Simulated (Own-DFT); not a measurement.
AlGa₃N₄ (wurtzite random alloy, strained, atoms displaced) (calculated)

All values are calculated (Own-DFT development build). A calculation, not a measurement: plane-wave PBE density functional theory by an unreviewed code, no spin, of a simulated periodic cell, stress positive in tension, free energy of the whole cell less one offset for each atom, forces on such cells passed a denser k mesh, this cell's mesh not checked; offsets are fitted by least squares, one for each functional and potential file, so energies compare only between cells with the same atoms and settings and are not formation energies; the far tail of each file's local potential was reset to the Coulomb form; each entry is a single point on an unrelaxed cell, so the pressure reflects the starting lattice, mostly measured values, from which strain is counted, and rises with the displacements; printed positions are rounded, which can move forces by about a meV/angstrom; the program is a retired in-house code; no spin-orbit coupling.

```xyz
72
Lattice="9.6757 0.0000 0.0000 -4.8378 8.3794 0.0000 0.0000 0.0000 10.2685" Properties=species:S:1:pos:R:3:force_x:R:1:force_y:R:1:force_z:R:1 formula=AlGa3N4 functional=PBE potential_files=PseudoDojo_norm-conserving,scalar-relativistic,standard_set_with_the_stringent_files_for_Ga wave_cutoff=96 occupations=Gaussian smearing_width=0.01 k_mesh=4_x_4_x_3_centred_on_Gamma free_energy_of_cell_above_offsets=-9.942 pressure=0.42 stress_xx=2.1 stress_yy=3 stress_zz=-6.36 stress_yz=-0.33 stress_xz=0.41 stress_xy=-0.17
Ga    -0.0354     1.8852    10.2185      0.805      -0.86      0.992
Ga     1.6562     0.9237     2.6173     -0.398      0.456     -1.708
N     -0.0236     1.7782     1.9817      1.292      1.741     -1.317
N      1.5888     0.9533     4.4910      1.661     -0.221      1.006
Al     0.1355     1.8155     5.1855      -2.25      1.437     -2.716
Ga     1.6264     0.8956     7.7494      0.628      0.748      -0.86
N      0.0846     1.8965     6.9498     -0.853      0.191      2.943
N      1.6670     0.9470     9.6648     -0.366     -0.145      0.525
Al    -1.5468     4.5931     0.0332     -1.641      0.985     -0.032
Ga    -0.0040     3.7779     2.5205      0.609     -1.805      1.044
N     -1.6115     4.6059     1.9983     -1.078      0.258     -1.595
N      0.1038     3.7567     4.4435     -2.332     -1.129      1.366
Al    -1.6440     4.6798     5.1293      0.937     -0.489     -0.611
Al    -0.0221     3.6760     7.7020        0.7      0.702     -1.057
N     -1.6134     4.7169     7.0331      0.791     -1.916       0.13
N     -0.0289     3.7477     9.6364     -0.851     -0.531     -0.812
Ga    -3.2660     7.3653    10.2554      1.325      1.633      0.555
Ga    -1.5968     6.4845     2.5660     -1.286     -0.008      0.185
N     -3.2914     7.4511     1.9760       2.32      0.296     -1.016
N     -1.6065     6.5517     4.5011     -0.408     -1.281       0.53
Ga    -3.1764     7.4588     5.1508     -1.103     -0.238      -0.46
Ga    -1.4546     6.4526     7.7416     -2.153      0.852     -0.819
N     -3.2286     7.4652     7.0480       0.61     -0.438      0.993
N     -1.6541     6.4980     9.5882      0.552     -1.176      2.166
Al     3.2712     1.8398     0.0029     -0.348      0.669     -0.734
Ga     4.8183     0.9362     2.6070      0.527     -0.282     -1.894
N      3.2942     1.8865     1.8902     -0.774     -0.162      0.411
N      4.8472     0.8730     4.4428     -0.968      1.047      2.318
Al     3.2551     1.7885     5.0942     -0.265      1.382      0.585
Ga     4.8984     0.9163     7.6621     -1.136       0.83      0.407
N      3.2324     1.9405     7.0377      0.506      -1.83      -0.76
N      4.7984     0.8646     9.6173       0.11      1.228       0.18
Ga     1.5284     4.6246     0.0177      2.259      0.811      -0.57
Ga     3.3107     3.7612     2.5960     -0.656     -0.224     -0.466
N      1.6167     4.5895     1.9649      0.501      1.495     -0.426
N      3.2520     3.7253     4.5362      0.138      -1.33     -0.122
Ga     1.6137     4.6243     5.1237      0.461      0.969      0.363
Ga     3.2752     3.7523     7.7154     -0.638     -0.035     -0.681
N      1.6269     4.6457     7.1299     -1.127      0.107      -0.29
N      3.2578     3.6960     9.5803      -0.13     -0.256       2.39
Ga    -0.0521     7.4791     0.0770      0.709     -0.858     -0.691
Al     1.5992     6.4971     2.5144      0.594       0.25      0.412
N     -0.0762     7.4031     2.0121      1.716      0.382     -0.554
N      1.6181     6.5255     4.4474     -0.201     -0.009      0.441
Ga    -0.0663     7.4732     5.1681      1.491     -1.068     -1.536
Ga     1.5130     6.5621     7.6389      2.972     -1.694      1.629
N      0.0287     7.4285     7.0597     -1.019      1.456     -0.306
N      1.6079     6.5385     9.6704       0.52        0.3      0.144
Ga     6.4221     1.9008    10.2263     -0.148     -1.396      0.298
Ga     8.0758     0.9845     2.5301     -1.227     -1.009      0.504
N      6.3955     1.8846     1.8921      0.448      0.474      0.783
N      8.0067     0.9609     4.4620      1.946     -0.311      1.196
Ga     6.4504     1.7774     5.1422      0.194      1.257      -0.56
Ga     8.0494     0.8747     7.6456      0.951      1.592      0.148
N      6.5123     1.8944     7.0773     -0.593     -0.684       0.05
N      8.0684     0.9155     9.5833      0.069     -0.198      0.625
Ga     4.9024     4.6939     0.0332     -1.701      -0.66     -0.265
Al     6.4708     3.6894     2.6257      -0.39      0.219     -1.159
N      4.8802     4.7261     1.9507       0.84     -0.992       0.46
N      6.4883     3.7243     4.4735     -0.045      0.166      0.731
Ga     4.8188     4.6862     5.1115      0.691     -0.103      0.443
Ga     6.4604     3.7030     7.7456     -0.085      1.001     -0.786
N      4.8594     4.6230     7.1017       0.47      1.255     -0.355
N      6.4023     3.7195     9.6785      2.148      0.654     -0.122
Al     3.3980     7.4825     0.0098     -2.918     -0.051      0.681
Ga     4.9029     6.5613     2.5862     -1.911     -0.368     -0.737
N      3.2392     7.4702     1.9747     -0.649     -0.596     -1.475
N      4.8026     6.5528     4.4180      1.145     -0.403      2.487
Ga     3.2711     7.4182     5.1621     -1.043       0.68     -1.395
Ga     4.8393     6.5725     7.7911      0.556     -1.044     -2.731
N      3.2907     7.4998     7.0810     -0.964     -1.528      -0.08
N      4.8516     6.5332     9.6168     -0.534     -0.195      1.576
```

Units: wave_cutoff in hartree; smearing_width, free_energy_of_cell_above_offsets in eV; pressure, stress_xx, stress_yy, stress_zz, stress_yz, stress_xz, stress_xy in GPa; force_x, force_y, force_z in eV/Å.
